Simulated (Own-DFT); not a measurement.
# How strain changes the stress of 4H SiC, 72 atoms (C36Si36)

Calculated results; nothing here was measured. The program, named Own-DFT, is a retired in-house plane-wave density functional code that no person has reviewed. Each row is one single-point run on a periodic cell that was not relaxed, without spin or spin-orbit coupling.

Settings of every run: PBE; PseudoDojo norm-conserving scalar-relativistic files; cutoff 42 hartree; 4 x 4 x 3 k mesh centred on Gamma; Fermi-Dirac smearing of 0.1 eV.

Known limits: forces on such cells passed a denser k mesh, each cell not checked; stress not checked against mesh or cutoff.

Unstrained cell vectors in Å: (9.248, 0.000, 0.000); (-4.624, 8.009, 0.000); (0.000, 0.000, 10.068). The unstrained cell has measured lattice constants (interpolated for alloys), not those of this functional. That, the random moves and any unrelaxed bonds set the pressure at no strain. Each run strains this cell uniformly, with the atoms carried along. Every atom was also moved at random, by a Gaussian of width 0.05 Å on each axis. Strain is the symmetric tensor, in per cent. Stress is positive in tension, and the pressure is minus a third of its trace.

```
run  e_xx (%)  e_yy (%)  e_zz (%)  e_yz (%)  e_xz (%)  e_xy (%)  s_xx (GPa)  s_yy (GPa)  s_zz (GPa)  s_yz (GPa)  s_xz (GPa)  s_xy (GPa)  P (GPa)  E (meV/atom)
  1      1.44     -1.52     -1.14      1.95      0.69     -0.53        0.11      -11.18      -14.70        6.83        2.16       -3.28     8.59          45.3
  2     -0.93     -1.40     -0.23      0.19      1.41      1.27      -11.86      -14.77       -8.22        0.28        5.39        5.55    11.62          29.7
  3      0.48     -1.40     -1.11      0.78      1.57      1.29       -4.31      -14.69      -12.21        2.63        5.48        5.08    10.40          39.8
  4     -0.29     -0.37     -0.29      0.43     -0.64      1.51       -7.82       -6.81       -7.13        1.32       -1.86        7.69     7.25          10.2
  5      1.32      1.23      0.14      1.00      1.07     -0.91        2.88        2.26       -4.16        3.61        3.47       -4.43    -0.33          17.8
  6      1.20      1.31      0.14      1.52     -1.40      0.08        1.49        2.38       -3.66        5.83       -5.43        1.64    -0.07          21.0
  7     -0.26      0.89      1.59      0.75      1.30      1.38       -5.38        1.22        2.80        2.99        3.98        6.57     0.45          14.4
  8     -1.40      0.56     -0.58      0.30      1.32      1.58      -13.32       -4.24       -9.83        2.04        4.13        9.01     9.13          38.2
  9     -1.24     -0.97     -1.50     -0.47      0.61     -1.58      -13.64      -13.38      -17.49       -1.20        2.89       -8.53    14.84          61.8
 10      0.96      1.29      1.16      0.75      0.44      0.61        0.92        3.04        3.47        2.99        1.39        1.79    -2.48           0.0
 11      0.02     -1.94     -1.45     -1.65      1.93      0.41       -7.86      -16.32      -16.97       -6.08        6.65        1.15    13.72          37.2
 12     -1.05     -0.41      0.53     -0.25      1.01      0.25      -11.75       -7.03       -2.95       -0.91        2.32        0.96     7.24          11.4
 13     -1.69      0.85      0.60      0.94      1.90      0.92      -10.82       -2.07       -5.06        3.94        5.66        4.58     5.98          26.4
 14     -0.93     -1.12      0.25      0.66      0.49      0.93      -10.57      -12.56       -5.21        2.91        1.64        4.23     9.45          19.6
 15     -0.31      0.02     -1.56     -0.13     -0.49     -0.09       -5.80       -4.84      -17.63       -0.18       -1.50        0.63     9.42          17.5
 16     -1.11      0.83      0.72      1.53     -0.23      0.24      -12.02       -0.80       -0.77        5.49        0.11        0.64     4.53          15.0
 17     -1.30     -1.36     -0.48      1.18      1.16     -1.60           ?           ?           ?           ?           ?           ?        ?             ?
```

E is the free energy for each atom above the lowest run shown.

## Worked fit

Each stress component was fitted by least squares to a constant and the strains of the runs shown, as fractions, with shears doubled. Shear strains stay in the fit of a normal stress only where such slopes are resolved. The slopes, in GPa:

| stress | at no strain | per e_xx | per e_yy | per e_zz | scatter |
|---|---|---|---|---|---|
| s_xx | -5.5 | 510 ± 28 | 106 ± 34 | 12 ± 39 | 1.10 |
| s_yy | -5.2 | 98 ± 27 | 542 ± 33 | 63 ± 38 | 1.06 |
| s_zz | -6.2 | 67 ± 31 | 28 ± 37 | 666 ± 44 | 1.22 |

Each shear stress against twice its own strain: yz 181 ± 6, xz 162 ± 10, xy 260 ± 10 GPa. These are stiffnesses along x, y and z of the frame in which the cell vectors are given, which need not be the crystal's axes. The atoms are held to the strained lattice; where symmetry lets them move under strain, relaxing them would lower some slopes. The table should be nearly symmetric about its diagonal, and what it lacks of that shows the noise. A ninth of its sum, 233 ± 4 GPa, estimates the bulk modulus near the mean pressure of these runs, 6.9 GPa, so it lies above the value at zero pressure.

## Withheld run

Question: what normal stresses and pressure should run 17 give?

The fit gives s_xx = -13.6, s_yy = -14.1, s_zz = -10.6 and P = 12.8 GPa. The calculation gave -14.23, -14.17, -11.79 and P = 13.39 GPa.
